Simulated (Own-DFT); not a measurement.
Ti₁₂O₂₃ (rutile with two vacancies, strained, atoms displaced) (calculated)

Computed with Own-DFT development build. A calculation, not a measurement: plane-wave PBE density functional theory by an unreviewed code, no spin, of a simulated periodic cell, stress positive in tension, free energy of the whole cell less one offset for each atom, defect cell not probed for a lower state with spin; oxygen file: force components 24 meV/angstrom off all-electron in one glass; forces on such cells passed a denser k mesh, this cell's mesh not checked; offsets are fitted by least squares, one for each functional and potential file, so energies compare only between cells with the same atoms and settings and are not formation energies; the far tail of each file's local potential was reset to the Coulomb form; each entry is a single point on an unrelaxed cell, so the pressure reflects the starting lattice, mostly measured values (interpolated for alloys), from which strain is counted, and rises with the displacements; printed positions are rounded, which can move forces by about a meV/angstrom; the program, named Own-DFT, is a retired in-house code; no spin-orbit coupling; before rounding, a Quantum ESPRESSO 7.3.1 run of the same cell and cutoff gave forces within 1 meV/angstrom rms on each cell, which checks the program and not the settings.

Entry: Ti₁₂O₂₃ (rutile with two vacancies, strained, atoms displaced)

```
cell vectors (Å)
   9.0344    -0.1671     0.0349
  -0.1671     9.1332     0.1590
   0.0338     0.1536     8.6989
atoms (fractions of the cell vectors)
Ti  0.00629  0.00071  0.99998
Ti  0.24870  0.24570  0.16491
O   0.33903  0.34332  0.99485
O   0.41454  0.09873  0.16429
O   0.10662  0.40725  0.15821
Ti  0.99618  0.99401  0.33750
Ti  0.24290  0.25167  0.49193
O   0.15645  0.15599  0.34056
O   0.35230  0.35078  0.33728
O   0.40590  0.09882  0.49666
O   0.10410  0.41138  0.49123
Ti  0.99434  0.99384  0.66988
Ti  0.24978  0.23894  0.83770
O   0.15644  0.15315  0.65960
O   0.34348  0.35041  0.67736
O   0.41396  0.09602  0.83792
O   0.10028  0.40825  0.84666
Ti  0.99621  0.50133  0.99638
Ti  0.25785  0.74782  0.15681
O   0.14675  0.65515  0.99362
O   0.35660  0.85056  0.99716
O   0.40491  0.59055  0.16802
O   0.09041  0.90258  0.18088
Ti  0.99675  0.49530  0.33473
Ti  0.23658  0.74181  0.49387
O   0.15152  0.65165  0.33528
O   0.35199  0.84117  0.34725
O   0.39325  0.60382  0.49770
O   0.09316  0.90754  0.50094
Ti  0.00714  0.49457  0.66369
Ti  0.26071  0.74338  0.83338
O   0.14635  0.64901  0.66353
O   0.34933  0.83290  0.68139
O   0.39582  0.60477  0.83096
O   0.09232  0.90936  0.83041
Ti  0.50551  0.00162  0.00487
Ti  0.75084  0.25896  0.16492
O   0.65512  0.14671  0.00379
O   0.84884  0.34348  0.00223
O   0.60120  0.39650  0.16608
Ti  0.50075  0.99909  0.33235
Ti  0.75646  0.25183  0.50256
O   0.65399  0.15473  0.33814
O   0.84869  0.34737  0.33346
O   0.89860  0.09048  0.49537
O   0.60034  0.39834  0.49895
Ti  0.49686  0.99880  0.67317
Ti  0.75826  0.24573  0.83764
O   0.65547  0.14465  0.68217
O   0.84866  0.35127  0.66377
O   0.90249  0.08763  0.83088
O   0.59807  0.39875  0.83772
Ti  0.48939  0.49447  0.99693
Ti  0.73187  0.74225  0.17187
O   0.64498  0.65785  0.00149
O   0.84805  0.84056  0.00342
O   0.90232  0.60164  0.16234
O   0.60095  0.90090  0.16733
Ti  0.49854  0.50451  0.33427
Ti  0.75201  0.74917  0.50406
O   0.64760  0.64776  0.33831
O   0.84904  0.85249  0.33785
O   0.89192  0.59183  0.50492
O   0.59912  0.90468  0.50492
Ti  0.49492  0.49976  0.66683
Ti  0.74158  0.74069  0.82873
O   0.65381  0.64577  0.66626
O   0.85633  0.84907  0.65067
O   0.90573  0.59191  0.83551
O   0.60940  0.90555  0.82880
```

Settings of this run: functional PBE, potential files PseudoDojo norm-conserving, scalar-relativistic, standard set, wave cutoff 72 hartree, occupations Fermi-Dirac, smearing width 0.1 eV and k mesh 3 x 3 x 3 centred on Gamma.

The calculation gives: free energy of cell above offsets -9.218 eV; pressure 18.35 GPa; stress xx -16.53 GPa; stress yy -15.89 GPa; stress zz -22.63 GPa; stress yz 4.82 GPa; stress xz 1.74 GPa; stress xy -8.73 GPa.

Force:
```tsv
element	x (eV/Å)	y (eV/Å)	z (eV/Å)
Ti	-0.655	-2.891	-1.178
Ti	-0.691	0.522	1.048
O	0.606	0.196	0.099
O	-1.737	0.794	-0.104
O	0.038	-0.955	1.355
Ti	0.581	0.486	1.237
Ti	1.702	0.18	1.45
O	-1.342	-1.18	-1.069
O	-0.006	-0.214	-1.016
O	-0.282	-0.029	0.352
O	0.126	-0.803	0.92
Ti	1.012	1.311	-1.092
Ti	-0.391	-0.051	-2.302
O	-0.844	-0.419	1.471
O	0.376	0.266	-0.11
O	-2.092	1.132	0.007
O	0.613	-1.856	-1.438
Ti	0.382	0.773	1.18
Ti	-0.949	-0.301	1.394
O	0.626	0.765	2.025
O	-0.935	-0.705	0.333
O	-1.385	1.43	-0.957
O	1.164	0.102	-2.063
Ti	-0.136	1.658	-1.883
Ti	0.536	0.911	0.483
O	-0.574	-0.162	-1.204
O	0.227	0.821	-2.136
O	1.17	-1.324	0.474
O	1.398	-0.823	-0.339
Ti	-0.213	0.367	1.079
Ti	-2.157	0.196	0.136
O	-0.126	0.218	1.202
O	1.325	2.721	-2.894
O	1.612	-2.057	0.458
O	1.725	-0.469	1.928
Ti	0.563	-0.269	-0.6
Ti	-2.309	0.019	1.372
O	1.334	0.552	0.503
O	0.796	0.03	-0.393
O	-0.214	0.417	-0.37
Ti	0.179	0.074	2.313
Ti	-1.606	-1.274	0.514
O	0.434	-0.493	-0.588
O	0.674	-0.175	-0.609
O	-0.616	1.744	0.165
O	-0.39	0.379	0.664
Ti	0.397	-0.262	-1.947
Ti	-1.055	-0.22	-1.416
O	0.507	1.011	-0.817
O	0.186	-0.693	0.569
O	-0.528	1.809	1.323
O	-0.237	0.461	0.17
Ti	1.334	-0.634	0.03
Ti	2.547	0.928	-1.638
O	-0.879	-1.11	-0.298
O	0.71	1.304	-0.109
O	-0.439	-0.402	0.96
O	0.107	-0.364	0.467
Ti	-0.382	-1.642	1.254
Ti	-0.18	0.469	-0.921
O	0.507	0.494	0.611
O	-1.114	-0.662	-1.069
O	0.713	-0.107	-0.685
O	0.302	-0.642	-0.072
Ti	-0.032	-1.256	-0.953
Ti	1.215	1.325	1.567
O	-0.38	0.099	0.491
O	-1.422	-1.646	1.439
O	-1.511	1.133	-1.324
O	0.086	-1.003	0.553
```
